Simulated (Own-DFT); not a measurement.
# Energy and forces against displacement in beta-Si3N4, 42 atoms (N24Si18)

Calculated results; nothing here was measured. The program, named Own-DFT, is a retired in-house plane-wave density functional code that no person has reviewed. Each row is one single-point run on a periodic cell that was not relaxed, without spin or spin-orbit coupling.

Settings of every run: PBE; PseudoDojo norm-conserving scalar-relativistic files; cutoff 42 hartree; 3 x 3 x 3 k mesh centred on Gamma; Fermi-Dirac smearing of 0.1 eV.

Known limits, some of them of some rows only: some atoms lie very close together; forces on such cells passed a denser k mesh, each cell not checked; stress not checked against mesh or cutoff.

Cell vectors in Å: (7.606, 0.000, 0.000); (-3.803, 6.587, 0.000); (0.000, 0.000, 8.727). In each run every atom was moved at random and independently from its ideal site; u is the rms move along one axis. E is the free energy for each atom above the fitted value at u = 0, and F the rms of the force components.

```
run,u (Å),E (meV/atom),F (eV/Å),largest force (eV/Å),P (GPa)
1,0.0192,14.9,0.823,3.19,5.46
2,0.0203,18.0,0.832,3.03,5.51
3,0.0214,?,?,?,?
4,0.0414,77.7,1.729,6.51,7.48
5,0.0468,86.4,1.714,6.77,7.06
6,0.0526,121.7,2.067,8.39,8.55
7,0.0979,454.2,4.201,14.39,18.00
8,0.1028,387.7,3.707,13.79,13.36
9,0.1028,458.8,4.231,16.32,15.65
10,0.1510,1125.8,8.003,42.65,33.15
```

## Worked fit

For small independent moves the energy grows as E = (3/2) K u², with K the mean stiffness felt by one atom. The runs with u up to 0.11 Å give K = 28.4 ± 1.2 eV/Å², with residuals divided by u² + 0.0006 Å², since the noise grows with the moves. The scatter is 10.2 meV/atom at u = 0.05 Å. The forces follow F = G u with G = 40.3 eV/Å²; no force at u = 0 is resolved. G exceeds K because the moves of its neighbours add to the force on an atom, and stiffness differs between atoms. At u = 0.151 Å the parabola gives 971 meV/atom and the run 1126. The pressure follows P = 5.37 + 998 u² GPa: at fixed volume, shortened bonds push harder than stretched ones pull.

## Withheld run

Question: what energy and rms force should run 3 give?

The fit gives 20 ± 4 meV/atom and about 0.86 eV/Å. The calculation gave 22.6 meV/atom and 0.974 eV/Å.
